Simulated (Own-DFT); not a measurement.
# Response to strain: wurtzite AlN, 128 atoms (Al64N64)

All numbers below are calculated, not measured. The program, named Own-DFT, is a retired in-house plane-wave density functional code that no person has reviewed. Each row is one single-point run on a periodic cell that was not relaxed, without spin or spin-orbit coupling.

Settings of every run: PBE; PseudoDojo norm-conserving scalar-relativistic files; cutoff 42 hartree; 3 x 3 x 3 k mesh centred on Gamma; Gaussian smearing of 0.01 eV.

Known limits: k mesh not checked against a denser one; stress not checked against mesh or cutoff.

Unstrained cell vectors in Å: (12.448, 0.000, 0.000); (-6.224, 10.780, 0.000); (0.000, 0.000, 9.964). The unstrained cell has measured lattice constants (interpolated for alloys), not those of this functional. That, the random moves and any unrelaxed bonds set the pressure at no strain. Each run strains this cell uniformly, with the atoms carried along. Every atom was also moved at random, by a Gaussian of width 0.05 Å on each axis. Strain is the symmetric tensor, in per cent. Stress is positive in tension, and the pressure is minus a third of its trace.

```
run  e_xx (%)  e_yy (%)  e_zz (%)  e_yz (%)  e_xz (%)  e_xy (%)  s_xx (GPa)  s_yy (GPa)  s_zz (GPa)  s_yz (GPa)  s_xz (GPa)  s_xy (GPa)  P (GPa)  E (meV/atom)
  1      1.45      1.93     -0.35     -0.20      0.64      0.97        1.53        4.88       -4.64       -0.84        1.98        3.16    -0.59           0.0
  2      1.25     -1.68     -0.07      1.69     -1.30      1.37       -3.24      -12.94       -6.17        4.86       -2.86        4.52     7.45          34.9
  3      0.10      1.25     -1.92      0.78     -1.63     -1.67       -4.87       -2.00      -15.29        2.36       -4.02       -6.36     7.38          29.8
  4     -0.85      1.59      1.75      0.55     -1.89     -1.28       -4.85        0.88        1.57        0.39       -4.34       -4.53     0.80          10.7
  5      0.49      0.86      1.48      0.15      0.26      0.31       -1.54       -0.80        2.06        1.06        0.92        0.96     0.09           0.3
  6      1.64      0.68      1.12      1.28     -0.49     -1.97        3.44       -2.54        1.90        3.47       -1.10       -6.24    -0.93          17.0
  7     -1.33      1.09      1.20      0.36     -1.75      1.56      -10.30       -1.07       -1.07        1.63       -4.38        6.64     4.15          16.1
  8      0.88     -0.15     -1.62     -0.77     -0.11     -0.67       -3.65       -5.63      -13.63       -1.89        0.34       -1.48     7.64          21.0
  9      0.25      1.76      1.40     -0.23     -0.49      0.26       -1.87        3.42        2.10       -0.96       -1.07        0.87    -1.21           1.3
 10     -0.50     -0.81      1.00      1.85      0.98      0.63       -7.19       -9.51       -2.60        4.96        1.91        2.53     6.43          14.0
 11     -1.53     -0.63      1.85      0.81      0.20     -1.85      -12.04      -10.32        0.55        1.85       -0.03       -6.72     7.27          35.0
 12     -0.41     -0.78      0.03      0.42      0.14     -0.15       -8.66      -10.61       -5.18        1.10        1.10       -0.78     8.15          10.1
 13     -0.99     -0.89      0.13     -1.13      0.08      0.05      -11.99      -11.85       -4.79       -2.28        0.37       -0.01     9.54          22.6
 14      1.95      0.50      1.43      1.59      1.00     -0.43        5.27       -1.51        2.63        3.33        2.05       -1.30    -2.13           1.4
 15     -1.50      0.96     -1.20      0.01     -0.86     -1.36      -13.39       -2.50      -12.96       -0.37       -2.33       -4.78     9.62          24.2
 16      1.66     -0.61     -1.60     -1.78     -0.17     -0.98           ?           ?           ?           ?           ?           ?        ?             ?
```

E is the free energy for each atom above the lowest run shown.

## Worked fit

Each stress component was fitted by least squares to a constant and the strains of the runs shown, as fractions, with shears doubled. Shear strains stay in the fit of a normal stress only where such slopes are resolved. The slopes, in GPa:

```
stress  at no strain  per e_xx  per e_yy  per e_zz  scatter
  s_xx          -6.0  451 ± 19  124 ± 20  102 ± 18     0.83
  s_yy          -6.1   84 ± 19  483 ± 20   28 ± 18     0.84
  s_zz          -5.9   98 ± 20   35 ± 21  481 ± 19     0.90
```

Each shear stress against twice its own strain: yz 124 ± 10, xz 114 ± 5, xy 178 ± 7 GPa. These are stiffnesses along x, y and z of the frame in which the cell vectors are given, which need not be the crystal's axes. The atoms are held to the strained lattice; where symmetry lets them move under strain, relaxing them would lower some slopes. The table should be nearly symmetric about its diagonal, and what it lacks of that shows the noise. A ninth of its sum, 210 ± 3 GPa, estimates the bulk modulus near the mean pressure of these runs, 4.2 GPa, so it lies above the value at zero pressure.

## Withheld run

Question: what normal stresses and pressure should run 16 give?

The fit gives s_xx = -1.0, s_yy = -8.1, s_zz = -12.2 and P = 7.1 GPa. The calculation gave -0.11, -7.70, -12.13 and P = 6.65 GPa.
